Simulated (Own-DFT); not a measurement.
# Strain and stress in hcp Hf, 36 atoms (Hf36)

Calculated results; nothing here was measured. They come from Own-DFT, an in-house plane-wave density functional program, since retired, whose code no person has reviewed. Each row is one single-point run on a periodic cell that was not relaxed, without spin or spin-orbit coupling.

Settings of every run: PBE; PseudoDojo norm-conserving scalar-relativistic files; cutoff 42 hartree; 4 x 4 x 4 k mesh centred on Gamma; cold (Marzari-Vanderbilt) smearing of 0.2 eV.

Known limits: hafnium file: forces about 75 meV/angstrom off all-electron values; forces on such cells passed a denser k mesh, each cell not checked; stress not checked against mesh or cutoff.

Unstrained cell vectors in Å: (9.589, 0.000, 0.000); (-4.795, 8.305, 0.000); (0.000, 0.000, 10.102). The unstrained cell has measured lattice constants (interpolated for alloys), not those of this functional. That, the random moves and any unrelaxed bonds set the pressure at no strain. Each run strains this cell uniformly, with the atoms carried along. Every atom was also moved at random, by a Gaussian of width 0.05 Å on each axis. Strain is the symmetric tensor, in per cent. Stress is positive in tension, and the pressure is minus a third of its trace.

```
run,e_xx (%),e_yy (%),e_zz (%),e_yz (%),e_xz (%),e_xy (%),s_xx (GPa),s_yy (GPa),s_zz (GPa),s_yz (GPa),s_xz (GPa),s_xy (GPa),P (GPa),E (meV/atom)
1,1.16,-1.77,1.48,-0.34,1.58,-1.73,0.72,-3.15,0.99,-0.32,1.37,-2.38,0.48,11.9
2,1.62,-0.44,-1.43,-1.32,-0.70,1.08,0.48,-2.30,-3.88,-1.40,-0.83,1.20,1.90,14.2
3,-1.14,1.51,-0.67,-1.85,1.56,1.96,-3.07,0.26,-2.89,-1.94,1.74,2.91,1.90,22.5
4,-0.56,1.02,-0.80,0.35,-0.69,0.13,-2.26,-0.32,-3.17,0.48,-0.74,0.15,1.92,9.0
5,0.25,-1.03,0.76,0.04,-1.09,-1.84,-0.93,-2.71,-0.76,-0.01,-1.22,-2.78,1.47,8.9
6,0.98,0.42,0.59,1.43,-0.36,-1.15,1.13,0.44,0.61,1.38,-0.26,-1.51,-0.73,5.1
7,-1.50,-0.61,1.47,-0.71,0.57,-0.29,-3.60,-2.34,0.09,-0.70,0.56,-0.47,1.95,0.0
8,-0.75,-0.59,-0.79,-0.81,-0.75,-0.85,-3.89,-3.51,-4.46,-0.85,-0.77,-1.59,3.95,15.1
9,-1.83,0.00,-0.57,-1.07,-0.09,-0.44,-5.66,-3.05,-4.43,-0.88,-0.15,-0.61,4.38,22.4
10,1.45,1.82,0.43,0.75,0.47,1.67,2.67,2.92,1.21,0.71,0.54,2.06,-2.27,18.2
11,0.67,-1.62,1.05,1.51,0.14,-1.92,-0.22,-3.71,-0.06,1.49,0.18,-2.71,1.33,14.5
12,-0.27,-2.00,-0.07,-0.50,0.75,1.27,-3.33,-5.58,-3.43,-0.57,0.76,1.75,4.11,11.6
13,1.10,1.04,-0.37,-1.62,-0.13,-0.23,1.05,1.14,-1.12,-1.65,0.00,-0.08,-0.36,10.2
14,1.11,1.86,-1.71,1.51,-1.03,-1.48,0.62,1.70,-3.07,1.51,-1.12,-1.81,0.25,13.3
15,-0.85,0.40,-0.70,-1.98,1.78,1.00,-3.22,-1.66,-3.63,-2.13,1.93,1.71,2.84,18.5
16,-1.13,1.82,-0.06,0.74,0.44,-0.48,?,?,?,?,?,?,?,?
```

E is the free energy for each atom above the lowest run shown.

## Worked fit

Each stress component was fitted by least squares to a constant and the strains of the runs shown, as fractions, with shears doubled. Shear strains stay in the fit of a normal stress only where such slopes are resolved. The slopes, in GPa:

| stress | at no strain | per e_xx | per e_yy | per e_zz | scatter |
|---|---|---|---|---|---|
| s_xx | -1.4 | 194 ± 3 | 62 ± 3 | 72 ± 4 | 0.14 |
| s_yy | -1.5 | 59 ± 4 | 193 ± 4 | 67 ± 5 | 0.15 |
| s_zz | -1.7 | 72 ± 3 | 68 ± 4 | 212 ± 5 | 0.15 |

Each shear stress against twice its own strain: yz 51 ± 2, xz 51 ± 2, xy 64 ± 3 GPa. These are stiffnesses along x, y and z of the frame in which the cell vectors are given, which need not be the crystal's axes. The atoms are held to the strained lattice; where symmetry lets them move under strain, relaxing them would lower some slopes. The table should be nearly symmetric about its diagonal, and what it lacks of that shows the noise. A ninth of its sum, 111 ± 2 GPa, estimates the bulk modulus near the mean pressure of these runs, 1.5 GPa, so it lies above the value at zero pressure.

## Withheld run

Question: what normal stresses and pressure should run 16 give?

The fit gives s_xx = -2.5, s_yy = 1.3, s_zz = -1.5 and P = 0.9 GPa. The calculation gave -2.44, 1.36, -1.20 and P = 0.76 GPa.
